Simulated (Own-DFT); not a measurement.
# How HSE06 shifts the pressure of monoclinic HfO2, 94 atoms (Hf32O62), with two O vacancies

All values are computed. Each geometry was run twice at fixed positions with Own-DFT, a retired in-house plane-wave program that no person has reviewed: with PBE, and with HSE06 (exact exchange share 0.25 at short range, screening 0.11 per bohr, Gygi-Baldereschi treatment of its divergence). Both used PseudoDojo norm-conserving files made for PBE, a cutoff of 48 hartree, the Gamma point alone, fixed occupations, a neutral cell and no spin. One k point on a cell 10.1 Å thick isn't converged, and results move with the size of the cell. The hafnium file keeps the 4f electrons in the core, and its forces lie about 75 meV/Å off all-electron values. The oxygen file's force components were 24 meV/Å off all-electron values in a glass.

Unstrained cell vectors in Å: (10.234, 0.000, 0.000); (0.000, 10.350, 0.000); (-1.696, 0.000, 10.445), volume V0 = 1106.4 Å³, from measured lattice constants. Each geometry has its own random strain of a few per cent, its own defect sites and random moves of rms u per axis. HSE06 gave the energy alone. D is its energy less that of PBE, over the lowest D shown. The PBE stress wasn't checked against mesh or cutoff.

```
run,V - V0 (Å³),u (Å),P with PBE (GPa),D (eV)
1,23.9,0.0274,-1.40,1.321
2,7.0,0.0489,4.38,1.026
3,-24.1,0.0294,9.18,0.112
4,-39.0,0.0495,15.64,0.000
5,-13.5,0.0523,7.14,0.675
6,-22.1,0.0515,10.66,0.296
7,-13.4,0.0298,6.94,0.407
8,-18.9,0.0304,8.58,0.302
9,-28.0,0.0497,12.27,0.283
10,-5.0,0.0300,4.95,0.655
11,4.0,0.0299,3.65,0.803
12,-6.0,0.0290,5.12,0.616
13,-14.3,0.0485,8.10,0.573
14,11.5,0.0294,2.07,?
```

## Worked fit

D = 0.65 + 0.0239 (V - V0) + 107 u² eV, with an error of 0.0010 on the volume slope, 19 on the last term and a scatter of 0.05 eV. Pressure is -dE/dV, and 1 eV/Å³ is 160.2 GPa, so HSE06 changes the pressure by -3.8 ± 0.2 GPa. With the ions held to the strained lattice, the PBE pressure falls by 259 ± 16 GPa per unit of volume strain; the shape of the strain isn't fitted, so the true error is larger, and a relaxed crystal would be softer. On that slope HSE06's volume at a given pressure is about 1.5 % smaller, or 0.5 % in lengths. At u = 0 and V0 the PBE pressure is 3.3 GPa, which puts the zero-pressure volume, against the measured cell and with the defects in, at +1.3 % for PBE and -0.2 % for HSE06, each good to a few tenths of a per cent.

## Withheld run

Q: what D should run 14 give?

The fit gives 1.01 eV, with rows scattering by 0.05. The run itself gave 0.984 eV.
